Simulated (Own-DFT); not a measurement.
# Hybrid less PBE against volume: corundum Al2O3, 78 atoms (Al32O46), with two O vacancies

These are calculations. Each geometry was run twice at fixed positions with Own-DFT, a retired in-house plane-wave program that no person has reviewed: with PBE, and with HSE06 (exact exchange share 0.25 at short range, screening 0.11 per bohr, Gygi-Baldereschi treatment of its divergence). Both used PseudoDojo norm-conserving files made for PBE, a cutoff of 48 hartree, the Gamma point alone, fixed occupations, a neutral cell and no spin. The unstrained cell is 7.9 Å across at its thinnest, so Gamma alone is coarse and defects feel their images. The oxygen file's force components were 24 meV/Å off all-electron values in a glass.

Unstrained cell vectors in Å: (5.494, 0.000, 8.660); (-2.747, 4.758, 8.660); (-2.747, -4.758, 8.660), volume V0 = 679.1 Å³, from measured lattice constants. Each geometry has its own random strain of a few per cent, its own defect sites and random moves of rms u per axis. HSE06 gave the energy alone. D is its energy less that of PBE, over the lowest D shown. The PBE stress wasn't checked against mesh or cutoff.

| run | V - V0 (Å³) | u (Å) | P with PBE (GPa) | D (eV) |
|---|---|---|---|---|
| 1 | -4.9 | 0.0496 | 11.68 | 0.702 |
| 2 | 6.0 | 0.0311 | 4.91 | 1.016 |
| 3 | -9.5 | 0.0511 | 12.71 | 0.590 |
| 4 | -4.2 | 0.0292 | 8.28 | 0.630 |
| 5 | 6.5 | 0.0494 | 6.64 | 1.199 |
| 6 | 16.3 | 0.0468 | 2.35 | 1.532 |
| 7 | -16.8 | 0.0460 | 14.87 | 0.208 |
| 8 | -19.1 | 0.0315 | 15.58 | 0.000 |
| 9 | 6.6 | 0.0270 | 5.22 | 1.021 |
| 10 | -1.4 | 0.0505 | 9.73 | 0.912 |
| 11 | 3.1 | 0.0474 | 8.12 | 1.003 |
| 12 | 2.8 | 0.0511 | 7.60 | 1.114 |
| 13 | 13.2 | 0.0520 | 4.44 | ? |

## What the rows give

D = 0.68 + 0.0401 (V - V0) + 105 u² eV, with an error of 0.0009 on the volume slope, 12 on the last term and a scatter of 0.03 eV. Pressure is -dE/dV, and 1 eV/Å³ is 160.2 GPa, so HSE06 changes the pressure by -6.4 ± 0.1 GPa. With the ions held to the strained lattice, the PBE pressure falls by 265 ± 10 GPa per unit of volume strain; the shape of the strain isn't fitted, so the true error is larger, and a relaxed crystal would be softer. On that slope HSE06's volume at a given pressure is about 2.4 % smaller, or 0.8 % in lengths. At u = 0 and V0 the PBE pressure is 6.5 GPa, which puts the zero-pressure volume, against the measured cell and with the defects in, at +2.5 % for PBE and +0.0 % for HSE06, each good to a few tenths of a per cent.

## The run left out

The question: what D should run 13 give?

Estimate: 1.49 eV, with rows scattering by 0.03. The run itself gave 1.499 eV.
